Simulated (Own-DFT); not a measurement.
# Response to strain: beta-Si3N4, 112 atoms (N64Si48)

These are calculations, not measurements. They come from Own-DFT, an in-house plane-wave density functional program, since retired, whose code no person has reviewed. Each row is one single-point run on a periodic cell that was not relaxed, without spin or spin-orbit coupling.

Settings of every run: PBE; PseudoDojo norm-conserving scalar-relativistic files; cutoff 42 hartree; 2 x 2 x 4 k mesh centred on Gamma; Fermi-Dirac smearing of 0.1 eV.

Known limits, some of them of some rows only: some atoms lie very close together; forces on such cells moved up to 12 meV/angstrom on a denser k mesh; stress not checked against mesh or cutoff.

Unstrained cell vectors in Å: (15.212, 0.000, 0.000); (-7.606, 13.174, 0.000); (0.000, 0.000, 5.818). The unstrained cell has measured lattice constants (interpolated for alloys), not those of this functional. That, the random moves and any unrelaxed bonds set the pressure at no strain. Each run strains this cell uniformly, with the atoms carried along. Every atom was also moved at random, by a Gaussian of width 0.05 Å on each axis. Strain is the symmetric tensor, in per cent. Stress is positive in tension, and the pressure is minus a third of its trace.

```
run  e_xx (%)  e_yy (%)  e_zz (%)  e_yz (%)  e_xz (%)  e_xy (%)  s_xx (GPa)  s_yy (GPa)  s_zz (GPa)  s_yz (GPa)  s_xz (GPa)  s_xy (GPa)  P (GPa)  E (meV/atom)
  1     -1.00      1.93     -1.75      0.25     -0.09     -0.52      -11.46       -1.55      -20.39        3.67       -1.05       -0.96    11.13          26.9
  2      1.25      2.00     -0.24      0.15      1.25     -0.20        2.50        4.69      -11.54        0.64        4.03       -1.09     1.45          18.8
  3     -1.80     -1.52      1.99     -0.92      0.67      0.77      -19.75      -15.47       -0.69       -3.25        3.02        3.48    11.97          42.7
  4     -1.08      0.23      1.11     -0.77     -0.83      1.34      -11.52       -5.97       -4.04       -2.48       -3.25        4.81     7.18          20.1
  5      0.47      0.12      1.50     -0.96      1.19      0.31       -2.88       -5.55       -1.49       -2.93        3.67        2.00     3.31          22.3
  6      1.88      1.34     -1.65      1.03     -1.02      1.84        3.16        0.17      -19.51        3.35       -4.40        6.07     5.39          35.3
  7     -0.17     -0.85     -0.54     -1.38      0.88     -1.32       -8.07      -12.44      -16.08       -3.54        1.60       -6.84    12.20          28.3
  8     -0.45      1.58     -1.22      0.57      0.45      0.58       -8.21        0.82      -18.41        2.81        1.80        2.59     8.60           9.9
  9     -1.20      1.77      1.55     -1.44      1.29     -0.35      -11.01        2.00        0.22       -4.71        3.42       -1.05     2.93          21.3
 10      1.60      1.40      1.06     -0.70      0.21      1.89        2.35        1.88        1.06       -1.99        0.31        5.92    -1.76           0.0
 11      1.69     -0.33     -1.24      1.69      0.18     -1.15        0.58       -6.18      -20.30        5.70        1.14       -4.33     8.63          31.8
 12      0.89      0.89      1.85      0.64     -1.33      1.50       -2.78       -0.89        4.23        1.80       -4.02        4.22    -0.19          25.5
 13     -0.21      1.99     -0.65      0.17     -1.85      1.14       -6.13        0.96      -14.20        0.55       -7.44        5.58     6.46          33.9
 14     -1.29     -0.71     -1.40      1.59      0.81     -1.40      -15.40      -13.61      -26.62        7.65        3.43       -5.14    18.54          70.8
 15     -1.39      0.96     -0.91     -0.12      1.57      0.11      -13.33       -8.25      -16.35        1.64        6.47        0.91    12.65          59.2
 16     -1.08      0.29      0.87     -0.61     -1.24      1.55      -15.16       -4.78       -4.78       -2.29       -3.88        6.78     8.24          26.3
 17      0.61     -0.21      0.57      0.36     -0.10     -1.83           ?           ?           ?           ?           ?           ?        ?             ?
```

E is the free energy for each atom above the lowest run shown.

## Worked fit

Each stress component was fitted by least squares to a constant and the strains of the runs shown, as fractions, with shears doubled. Shear strains stay in the fit of a normal stress only where such slopes are resolved. The slopes, in GPa:

| stress | at no strain | per e_xx | per e_yy | per e_zz | scatter |
|---|---|---|---|---|---|
| s_xx | -7.5 | 533 ± 27 | 121 ± 30 | 10 ± 24 | 1.24 |
| s_yy | -7.2 | 143 ± 30 | 480 ± 34 | 88 ± 27 | 1.39 |
| s_zz | -11.8 | 72 ± 32 | 165 ± 36 | 726 ± 29 | 1.47 |

Each shear stress against twice its own strain: yz 170 ± 14, xz 195 ± 8, xy 190 ± 18 GPa. These are stiffnesses along x, y and z of the frame in which the cell vectors are given, which need not be the crystal's axes. The atoms are held to the strained lattice; where symmetry lets them move under strain, relaxing them would lower some slopes. The table should be nearly symmetric about its diagonal, and what it lacks of that shows the noise. A ninth of its sum, 260 ± 7 GPa, estimates the bulk modulus near the mean pressure of these runs, 7.3 GPa, so it lies above the value at zero pressure.

## Withheld run

Question: what normal stresses and pressure should run 17 give?

The fit gives s_xx = -4.5, s_yy = -6.8, s_zz = -7.6 and P = 6.3 GPa. The calculation gave -3.28, -6.03, -7.32 and P = 5.54 GPa.
